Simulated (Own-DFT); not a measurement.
# Point defects and the pressure they add: C40 NbSi2

Calculated, not measured: single-point runs of Own-DFT, a retired in-house plane-wave DFT program that no person has reviewed, on unrelaxed cells, without spin or spin-orbit coupling.

Settings: PBE; PseudoDojo norm-conserving scalar-relativistic files; cutoff 42 hartree; 4 x 4 x 5 k mesh centred on Gamma; cold (Marzari-Vanderbilt) smearing of 0.2 eV.

Keep in mind: forces on such cells failed a check on a denser k mesh; stress not checked against mesh or cutoff.

All runs share one cell, with vectors in Å (0.000, 8.324, 0.000); (-9.613, 0.000, 0.000); (0.000, 0.000, 6.586) and a volume of 527.0 Å³. Atoms were moved at random from their sites; u is the rms move along one axis. The defect's site can differ from row to row.

| cell | formula | u (Å) | P (GPa) |
|---|---|---|---|
| no defect | Nb12Si24 | 0.0215 | 1.47 |
| no defect | Nb12Si24 | 0.0456 | 2.42 |
| no defect | Nb12Si24 | 0.0475 | 2.53 |
| two Nb vacancies | Nb10Si24 | 0.0289 | -0.18 |
| two Nb vacancies | Nb10Si24 | 0.0314 | 0.02 |
| two Nb vacancies | Nb10Si24 | 0.0538 | ? |
| two Nb vacancies | Nb10Si24 | 0.0556 | 1.17 |
| one Si vacancy | Nb12Si23 | 0.0269 | 0.77 |
| one Si vacancy | Nb12Si23 | 0.0475 | 1.64 |
| one Si vacancy | Nb12Si23 | 0.0482 | 1.69 |
| two Si on a Nb site each | Nb10Si26 | 0.0260 | 1.57 |
| two Si on a Nb site each | Nb10Si26 | 0.0290 | 1.65 |
| two Si on a Nb site each | Nb10Si26 | 0.0515 | 2.28 |
| two Nb on a Si site each | Nb14Si22 | 0.0306 | 7.57 |
| two Nb on a Si site each | Nb14Si22 | 0.0464 | 8.36 |
| two Nb on a Si site each | Nb14Si22 | 0.0535 | 8.81 |

## Analysis

P = P0 + c u² + a shift for each defect gives P0 = 1.28 GPa, c = 540 ± 35 GPa/Å² and a scatter of 0.12 GPa. The shifts, and each times the cell's volume:

- two Nb on a Si site each: 5.89 ± 0.10 GPa, 19.4 eV (9.7 eV for each of its 2 sites)
- two Si on a Nb site each: -0.19 ± 0.10 GPa, -0.6 eV (-0.3 eV for each of its 2 sites) (not resolved)
- one Si vacancy: -0.87 ± 0.10 GPa, -2.8 eV
- two Nb vacancies: -1.83 ± 0.10 GPa, -6.0 eV (-3.0 eV for each of its 2 sites)

A positive shift means that the defect pushes the cell outwards. Shift times volume (160.2 GPa Å³ is 1 eV) depends little on the cell's size, so, taken for each site, it can be compared between cells at like pressure. The atoms around the defects weren't relaxed, which would change these numbers.

## Test on the hidden row

Asked: what pressure belongs in the blank (two Nb vacancies, u = 0.0538 Å)?

From the fit: 1.01 ± 0.14 GPa. DFT gave 0.91 GPa.
